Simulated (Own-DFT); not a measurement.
# Energy and forces against displacement in 3C SiC, 64 atoms (C32Si32)

All numbers below are calculated, not measured. They come from Own-DFT, an in-house plane-wave density functional program, since retired, whose code no person has reviewed. Each row is one single-point run on a periodic cell that was not relaxed, without spin or spin-orbit coupling.

Settings of every run: PBE; PseudoDojo norm-conserving scalar-relativistic files; cutoff 42 hartree; 4 x 4 x 4 k mesh centred on Gamma; Fermi-Dirac smearing of 0.1 eV.

Known limits, some of them of some rows only: some atoms lie very close together; forces on such cells passed a denser k mesh, each cell not checked; stress not checked against mesh or cutoff.

Cell vectors in Å: (8.719, 0.000, 0.000); (0.000, 8.719, 0.000); (0.000, 0.000, 8.719). In each run every atom was moved at random and independently from its ideal site; u is the rms move along one axis. E is the free energy for each atom above the fitted value at u = 0, and F the rms of the force components.

```
run,u (Å),E (meV/atom),F (eV/Å),largest force (eV/Å),P (GPa)
1,0.0288,33.0,0.860,2.95,3.78
2,0.0302,?,?,?,?
3,0.0551,113.6,1.579,5.54,5.66
4,0.0613,154.7,1.994,9.04,7.00
5,0.0974,362.6,3.361,17.11,12.38
6,0.1028,442.3,4.328,22.40,13.32
7,0.1055,425.0,3.270,16.28,13.97
8,0.1497,883.2,5.945,27.28,24.00
```

## Worked fit

For small independent moves the energy grows as E = (3/2) K u², with K the mean stiffness felt by one atom. The runs with u up to 0.11 Å give K = 26.3 ± 0.8 eV/Å², with residuals divided by u² + 0.0006 Å², since the noise grows with the moves. The scatter is 5.6 meV/atom at u = 0.05 Å. The forces follow F = G u with G = 33.4 eV/Å²; no force at u = 0 is resolved. G exceeds K because the moves of its neighbours add to the force on an atom, and stiffness differs between atoms. At u = 0.150 Å the parabola gives 883 meV/atom and the run 883. The pressure follows P = 2.96 + 989 u² GPa: at fixed volume, shortened bonds push harder than stretched ones pull.

## Withheld run

Question: what energy and rms force should run 2 give?

The fit gives 36 ± 3 meV/atom and about 1.01 eV/Å. The calculation gave 36.2 meV/atom and 0.906 eV/Å.
